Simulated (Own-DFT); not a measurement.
# Response to strain: zincblende GaP, 64 atoms (Ga32P32)

All numbers below are calculated, not measured. The program, named Own-DFT, is a retired in-house plane-wave density functional code that no person has reviewed. Each row is one single-point run on a periodic cell that was not relaxed, without spin or spin-orbit coupling.

Settings of every run: PBE; PseudoDojo norm-conserving scalar-relativistic files; cutoff 42 hartree; 3 x 3 x 3 k mesh centred on Gamma; Fermi-Dirac smearing of 0.1 eV.

Known limits: forces on such cells passed a denser k mesh, each cell not checked; stress not checked against mesh or cutoff.

Unstrained cell vectors in Å: (10.901, 0.000, 0.000); (0.000, 10.901, 0.000); (0.000, 0.000, 10.901). The unstrained cell has measured lattice constants (interpolated for alloys), not those of this functional. That, the random moves and any unrelaxed bonds set the pressure at no strain. Each run strains this cell uniformly, with the atoms carried along. Every atom was also moved at random, by a Gaussian of width 0.05 Å on each axis. Strain is the symmetric tensor, in per cent. Stress is positive in tension, and the pressure is minus a third of its trace.

```
run  e_xx (%)  e_yy (%)  e_zz (%)  e_yz (%)  e_xz (%)  e_xy (%)  s_xx (GPa)  s_yy (GPa)  s_zz (GPa)  s_yz (GPa)  s_xz (GPa)  s_xy (GPa)  P (GPa)  E (meV/atom)
  1     -0.17     -0.75      1.64      0.32      1.94      0.43       -3.26       -3.59       -1.96        0.42        3.85        1.42     2.94          13.4
  2      0.63      1.42     -0.89     -0.33     -0.89     -1.55       -2.34       -1.74       -3.42       -0.81       -1.36       -2.58     2.50          12.0
  3     -0.13      1.19     -0.11     -1.05     -0.03     -1.53       -2.83       -2.00       -2.87       -1.74       -0.38       -2.42     2.57           8.7
  4      0.63      1.79      0.10      1.17     -1.60      0.78       -1.39       -0.51       -1.82        2.58       -2.33        0.62     1.24           1.7
  5      0.05      0.28      1.58      1.27     -0.68     -1.59       -2.11       -1.97       -1.04        2.32       -0.80       -2.77     1.71           3.4
  6      1.91      1.87      0.15     -0.86     -1.47     -1.22        0.01       -0.07       -1.11       -1.75       -2.70       -2.19     0.39          13.3
  7      0.82     -0.07     -1.52     -1.10     -0.34      0.88       -3.52       -4.29       -5.19       -2.47       -1.03        1.91     4.34          23.1
  8     -0.22     -0.51      0.98     -0.24     -0.50     -1.38       -3.25       -3.63       -2.50        0.55       -0.61       -2.46     3.13           6.9
  9     -0.09      1.64     -0.55     -1.35      1.22      1.37       -2.74       -1.43       -3.03       -2.32        2.19        2.07     2.40           0.3
 10     -1.99     -1.16     -1.66     -1.65      1.35      0.87       -8.47       -8.08       -8.49       -3.61        2.80        2.45     8.35          51.5
 11     -0.97      1.47      1.43      1.78     -1.69      1.80       -3.07       -1.60       -1.53        3.79       -2.96        3.15     2.07          21.6
 12      1.91      1.82      1.08      0.97      1.20      1.95        0.58        0.47       -0.09        1.28        1.72        3.01    -0.32           7.9
 13     -1.30     -1.12      2.00     -0.44     -1.42     -1.33       -4.75       -4.62       -2.47       -1.40       -2.17       -3.12     3.95          21.0
 14      0.33      1.00      0.37      1.35      0.92      0.36       -2.01       -1.63       -1.98        3.03        1.25        0.19     1.87           0.0
 15     -1.09     -0.16      1.35     -0.88      1.93      1.09       -4.40       -3.60       -2.50       -1.84        3.77        2.69     3.50          19.5
 16     -0.53      0.37      1.70      0.26      0.95     -0.07           ?           ?           ?           ?           ?           ?        ?             ?
```

E is the free energy for each atom above the lowest run shown.

## Worked fit

Each stress component was fitted by least squares to a constant and the strains of the runs shown, as fractions, with shears doubled. Shear strains stay in the fit of a normal stress only where such slopes are resolved. The slopes, in GPa:

| stress | at no strain | per e_xx | per e_yy | per e_zz | scatter |
|---|---|---|---|---|---|
| s_xx | -3.6 | 131 ± 8 | 69 ± 8 | 68 ± 6 | 0.24 |
| s_yy | -3.7 | 62 ± 9 | 140 ± 9 | 70 ± 6 | 0.28 |
| s_zz | -3.6 | 65 ± 9 | 68 ± 9 | 140 ± 6 | 0.27 |

Each shear stress against twice its own strain: yz 102 ± 9, xz 87 ± 5, xy 86 ± 7 GPa. These are stiffnesses along x, y and z of the frame in which the cell vectors are given, which need not be the crystal's axes. The atoms are held to the strained lattice; where symmetry lets them move under strain, relaxing them would lower some slopes. The table should be nearly symmetric about its diagonal, and what it lacks of that shows the noise. A ninth of its sum, 90 ± 3 GPa, estimates the bulk modulus near the mean pressure of these runs, 2.7 GPa, so it lies above the value at zero pressure.

## Withheld run

Question: what normal stresses and pressure should run 16 give?

The fit gives s_xx = -2.9, s_yy = -2.3, s_zz = -1.3 and P = 2.2 GPa. The calculation gave -2.53, -1.85, -0.91 and P = 1.76 GPa.
